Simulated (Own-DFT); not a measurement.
## Calculated data, Si2SnGe13 (diamond-structure random alloy, strained, atoms displaced)

Computed with Own-DFT development build. A calculation, not a measurement: plane-wave density functional theory by an unreviewed code, no spin, of a simulated periodic cell, stress positive in tension, run twice, with PBE and with PBEsol, both on files made for PBE, so the change isn't that of files made for PBEsol, forces on such cells moved up to 12 meV/angstrom on a denser k mesh; the far tail of each file's local potential was reset to the Coulomb form; each entry is a single point on an unrelaxed cell, so the pressure reflects the starting lattice, mostly measured values (interpolated for alloys), from which strain is counted, and rises with the displacements; printed positions are rounded, which can move forces by about a meV/angstrom; the program, named Own-DFT, is a retired in-house code; no spin-orbit coupling; stress was not checked against mesh or cutoff.

```xyz
64
Lattice="11.3063 0.0000 0.0000 0.0000 11.3063 0.0000 0.0000 0.0000 11.3631" Properties=species:S:1:pos:R:3:PBE_force_x:R:1:PBE_force_y:R:1:PBE_force_z:R:1:PBEsol_force_x:R:1:PBEsol_force_y:R:1:PBEsol_force_z:R:1 formula=Si2SnGe13 functional=PBE,then_PBEsol potential_files=PseudoDojo_norm-conserving,scalar-relativistic,standard_set wave_cutoff=49 occupations=Fermi-Dirac smearing_width=0.1 k_mesh=3_x_3_x_3_centred_on_Gamma PBE_pressure=5.26 PBE_stress_xx=-5.37 PBE_stress_yy=-5.44 PBE_stress_zz=-4.99 PBE_stress_yz=-0.11 PBE_stress_xz=-0.38 PBE_stress_xy=0.28 PBEsol_pressure=2.37 PBEsol_stress_xx=-2.47 PBEsol_stress_yy=-2.54 PBEsol_stress_zz=-2.09 PBEsol_stress_yz=-0.1 PBEsol_stress_xz=-0.37 PBEsol_stress_xy=0.26 rms_change_of_force_components_from_PBE_to_PBEsol=0.042
Ge    11.2302     0.0366    11.3367      1.122      -1.74      0.633      1.084       -1.7      0.614
Ge    11.2775     2.8418     2.8130     -0.529      0.846      1.824     -0.471       0.78      1.797
Si     2.8251     0.0448     2.8530      0.744     -1.478      0.824      0.734     -1.448      0.811
Ge     2.7759     2.8271     0.0742      2.037      1.687     -2.522      1.979      1.651     -2.445
Sn     1.4096     1.4474     1.3890     -0.704      -1.56      1.124     -0.728     -1.465      1.052
Ge     1.5111     4.2992     4.2344     -0.881     -0.936      0.314      -0.85     -0.898      0.298
Ge     4.2780     1.3501     4.3143     -0.385      0.358     -0.896     -0.344      0.384     -0.835
Ge     4.2073     4.2475     1.4188     -0.201     -0.183      0.387     -0.193     -0.173       0.38
Ge     0.0169     0.0671     5.5036     -0.055     -1.302      2.105      -0.09     -1.291      1.984
Si    11.2646     2.8219     8.5153      1.257      0.464      -1.24      1.203      0.489     -1.184
Ge     2.8289    11.3030     8.5137     -0.772      0.563      -0.67     -0.747       0.55     -0.583
Ge     2.8416     2.7779     5.6714      0.051      0.447      0.209      0.091      0.465      0.162
Si     1.3188     1.4276     6.9090      0.436      0.313      1.941      0.452      0.281      1.858
Ge     1.4137     4.2626     9.9474      0.183     -0.422     -0.668      0.209     -0.372     -0.602
Ge     4.2541     1.4185     9.9404     -0.507      0.304      0.152     -0.485      0.283      0.149
Ge     4.2636     4.2336     7.1616     -0.267     -0.542     -0.754     -0.252      -0.52     -0.728
Ge     0.0785     5.6869     0.0241       -1.1     -0.825      0.406     -1.033      -0.77      0.363
Ge     0.0176     8.5145     2.8631     -0.637     -0.233     -0.666     -0.604     -0.228     -0.626
Ge     2.8375     5.6741     2.8559      0.295      0.186     -0.567       0.28      0.174     -0.543
Ge     2.8337     8.4941     0.0206     -0.958      0.354      0.116     -0.924       0.35      0.122
Ge     1.4141     7.0647     1.4585      0.324      0.596      0.044      0.316      0.574       0.04
Ge     1.3417     9.8474     4.2911      1.358      0.787     -0.976      1.276      0.731     -0.927
Ge     4.2529     7.0136     4.2686      0.438      0.911     -0.023      0.379      0.847     -0.005
Ge     4.2516     9.8859     1.3709     -0.481      0.343       1.17      -0.47      0.337      1.062
Ge    11.3031     5.6781     5.6133       0.74     -0.978      0.489      0.717      -0.93      0.479
Ge     0.0112     8.4297     8.6187     -0.421      0.197     -0.841      -0.41      0.187     -0.812
Ge     2.9021     5.6693     8.4821     -1.823     -0.735     -0.578      -1.76     -0.725     -0.562
Ge     2.7487     8.4629     5.6507       1.05      0.183      0.821      0.973      0.147      0.768
Ge     1.3515     7.0326     7.0621      0.455      0.273      0.632      0.445      0.266      0.604
Ge     1.3517     9.9360     9.9676      0.633     -0.321      0.076      0.609     -0.319      0.077
Sn     4.3284     7.0329     9.9391     -0.495      1.147     -0.151     -0.488       1.11     -0.145
Si     4.2262     9.9572     7.1183     -0.268     -0.749     -0.613     -0.258     -0.732     -0.593
Ge     5.6203    11.3049     0.0001      0.244     -0.051     -0.351      0.234      -0.05      -0.34
Ge     5.6288     2.8958     2.8657     -0.327     -1.002     -0.074     -0.315     -0.975     -0.064
Ge     8.5419     0.0702     2.8234     -0.849     -0.415      0.201     -0.821     -0.402      0.193
Ge     8.4288     2.8725     0.0244      0.127      0.087      1.225      0.085      0.058      1.151
Ge     6.9894     1.3633     1.4473      0.393      0.951      0.024      0.386      0.924       0.02
Ge     6.9991     4.1854     4.3388      1.235      0.642     -1.239      1.161      0.588     -1.177
Ge     9.8949     1.3711     4.3164     -0.425      1.273     -1.502      -0.41       1.22     -1.461
Si     9.9134     4.2064     1.5190     -0.652      0.864     -1.141     -0.591      0.798     -1.152
Ge     5.6779    11.2446     5.6554     -0.165       0.34      1.068     -0.131      0.372      0.991
Ge     5.6634     2.7729     8.4668      0.047      0.842      1.197       0.04      0.816      1.148
Si     8.4686     0.0102     8.4953     -1.547     -1.093     -1.628     -1.526      -1.08     -1.599
Ge     8.4596     2.7546     5.6226      0.291      0.731      0.794      0.272      0.705      0.772
Ge     7.0658     1.4606     7.1120      0.436     -1.292     -0.395      0.393     -1.216     -0.411
Ge     7.0820     4.2714     9.9992     -0.629     -0.095      -0.57       -0.6     -0.096     -0.541
Sn     9.8285     1.3342     9.9081     -0.283       1.95     -0.233      -0.26      1.897     -0.127
Ge     9.9400     4.2545     7.0392     -0.532     -0.425      0.469     -0.542     -0.378      0.423
Ge     5.6081     5.6354     0.0811      1.294     -1.152       0.44      1.261     -1.113      0.424
Si     5.6246     8.5571     2.8445      0.059     -0.865     -0.015      0.056     -0.844     -0.023
Si     8.4274     5.6284     2.7387      0.397      -0.12      1.214      0.341     -0.076      1.216
Sn     8.5181     8.4691    11.2792     -1.166      0.963      0.964     -1.133      0.932      0.929
Ge     7.0081     7.0627     1.3990     -0.292       0.09      1.336     -0.294      0.075       1.23
Ge     7.0475     9.9135     4.2349      0.912     -0.668     -0.332      0.908     -0.603     -0.282
Ge     9.9826     7.0364     4.2836     -1.612      0.229     -1.494     -1.523      0.252     -1.408
Ge     9.8893     9.9780     1.4022       0.62     -0.378      0.883      0.607     -0.353      0.852
Ge     5.6853     5.5891     5.7187     -0.132      1.005      0.546     -0.134      0.956      0.524
Ge     5.6630     8.5790     8.4853      0.282      0.376     -1.093      0.321      0.336     -1.019
Ge     8.4998     5.6789     8.5614     -0.307     -0.552     -0.885     -0.294     -0.518     -0.848
Ge     8.5510     8.4419     5.6909     -0.289      0.461     -1.022     -0.274      0.447     -0.965
Ge     7.1439     7.1628     7.0931     -0.738     -0.838      0.392     -0.703     -0.807      0.386
Ge     7.0406     9.9679     9.8638     -0.106      0.681     -0.229     -0.141      0.619     -0.197
Ge     9.8627     6.9930     9.9756      2.008     -0.963     -0.966       1.95     -0.924     -0.946
Ge     9.8282     9.8933     7.0940      1.067      0.471      0.314       1.04      0.407      0.269
```

Units: wave_cutoff in hartree; smearing_width in eV; PBE_pressure, PBE_stress_xx, PBE_stress_yy, PBE_stress_zz, PBE_stress_yz, PBE_stress_xz, PBE_stress_xy, PBEsol_pressure, PBEsol_stress_xx, PBEsol_stress_yy, PBEsol_stress_zz, PBEsol_stress_yz, PBEsol_stress_xz, PBEsol_stress_xy in GPa; rms_change_of_force_components_from_PBE_to_PBEsol, PBE_force_x, PBE_force_y, PBE_force_z, PBEsol_force_x, PBEsol_force_y, PBEsol_force_z in eV/Å.
